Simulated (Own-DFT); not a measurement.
# Response to strain: 2H SiC, 72 atoms (C36Si36)

Source: density functional calculations with Own-DFT, an unreviewed in-house program that is no longer used. Nothing was measured or relaxed, and spin and spin-orbit coupling are left out.

Method: PBE; PseudoDojo norm-conserving scalar-relativistic files; cutoff 42 hartree; 4 x 4 x 3 k mesh centred on Gamma; Fermi-Dirac smearing of 0.1 eV.

Keep in mind: forces on such cells passed a denser k mesh, each cell not checked; stress not checked against mesh or cutoff.

Unstrained cell vectors in Å: (9.248, 0.000, 0.000); (-4.624, 8.009, 0.000); (0.000, 0.000, 10.068). The unstrained cell has measured lattice constants (interpolated for alloys), not those of this functional. That, the random moves and any unrelaxed bonds set the pressure at no strain. The cell is deformed uniformly in each run, and the atoms keep their fractional places. All atoms carry random offsets, Gaussian with a width of 0.05 Å per axis. Strain is the symmetric tensor, in per cent. Stress is positive in tension, and the pressure is minus a third of its trace.

```
run  e_xx (%)  e_yy (%)  e_zz (%)  e_yz (%)  e_xz (%)  e_xy (%)  s_xx (GPa)  s_yy (GPa)  s_zz (GPa)  s_yz (GPa)  s_xz (GPa)  s_xy (GPa)  P (GPa)  E (meV/atom)
  1     -1.06      0.76      0.10      1.95      0.70     -0.90      -12.01       -1.25       -6.96        6.48        3.86       -6.81     6.74          30.2
  2      1.47      0.92     -0.36     -0.38     -1.78      0.81        4.03        1.46       -8.19       -2.04       -5.79        3.07     0.90           1.2
  3     -0.48      0.69     -0.20     -1.41     -0.94      0.49       -9.29       -1.23       -5.72       -4.37       -2.76        3.13     5.42           9.5
  4      1.84      0.43     -1.49     -1.54     -0.10     -0.85        5.48       -1.00      -16.33       -5.15       -0.06       -4.23     3.95          10.5
  5      0.43     -1.86     -1.78      1.29     -0.70      0.98       -2.28      -15.70      -22.69        3.09       -2.40        4.75    13.55          33.9
  6      1.68      0.33     -1.89      0.15      1.14      1.01        5.81       -0.55      -23.34        0.27        4.06        4.94     6.03          29.4
  7      0.58     -1.75      0.87     -1.10     -0.54      0.92       -1.61      -15.00       -3.04       -3.01       -1.51        5.05     6.55          14.8
  8      1.93     -0.38      1.81      1.11     -0.66      1.21        5.90       -3.91        2.74        4.37       -2.04        4.57    -1.58           8.0
  9     -0.57      1.88      1.36      0.64     -1.74      1.06       -6.27        5.52        1.02        2.27       -5.94        5.43    -0.09          10.7
 10     -1.73     -1.07     -1.17      1.70      1.67      0.40      -16.67      -12.58      -15.34        4.90        4.81        2.80    14.86          25.3
 11      1.32     -0.28      1.61      0.76      1.37     -1.96        3.88       -4.63        2.16        1.99        4.19       -8.47    -0.47           2.2
 12      0.12      0.15     -1.64     -1.28      0.06      1.53       -3.36       -6.28      -16.98       -6.09       -0.02        7.71     8.87          13.1
 13      1.72     -1.56     -0.58      1.84     -1.55     -0.95        2.49      -12.25      -10.45        5.95       -4.93       -3.83     6.74          31.7
 14     -1.30     -1.81      0.52     -1.92      0.09     -1.81      -14.58      -14.06       -6.69       -7.00        0.30       -9.35    11.78          28.9
 15      1.56      0.42      0.68      0.26      0.61      1.09        6.23       -2.57       -2.71        0.47        1.68        4.44    -0.32           4.5
 16      1.39     -0.05     -1.63     -0.01      1.62     -0.35        3.75       -3.16      -18.73       -0.14        4.46       -1.53     6.04           6.8
 17      1.41     -0.96      1.85      0.36      1.77      1.84        2.43       -7.17        3.61        0.77        5.25        8.77     0.38           0.0
 18      0.83      0.32      1.94      1.39     -0.36     -1.36           ?           ?           ?           ?           ?           ?        ?             ?
```

E is the free energy per atom, counted from the lowest run shown.

## Analysis

Least squares on the runs shown: each stress against a constant and the strains, taken as fractions with shears doubled. Shear strains stay in the fit of a normal stress only where such slopes are resolved. The slopes, in GPa:

```
stress  at no strain  per e_xx  per e_yy  per e_zz  scatter
  s_xx          -5.1  615 ± 24   65 ± 27    3 ± 22     1.19
  s_yy          -4.7   89 ± 23  548 ± 26   34 ± 21     1.14
  s_zz          -7.7   -8 ± 35   77 ± 39  650 ± 32     1.73
```

The slope of each shear stress on twice its own strain, from a fit on all six strains: yz 167 ± 7, xz 157 ± 6, xy 243 ± 12 GPa. These are stiffnesses along x, y and z of the frame in which the cell vectors are given, with the crystal's c axis along z: C11, C12, C13 and C33. Hexagonal symmetry asks that xx and yy behave alike, which is a second check on the noise. The atoms are held to the strained lattice; where symmetry lets them move under strain, relaxing them would lower some slopes. The table should be nearly symmetric about its diagonal, and what it lacks of that shows the noise. A ninth of the table's sum, 230 ± 3 GPa, estimates the bulk modulus near the mean pressure of these runs, 5.3 GPa, so it lies above the value at zero pressure.

## Test on the hidden row

Question: what normal stresses and pressure should run 18 give?

From the fit: s_xx = 0.2, s_yy = -1.6, s_zz = 5.1 and P = -1.2 GPa. Computed: 0.55, -1.39, 4.84 and P = -1.33 GPa.
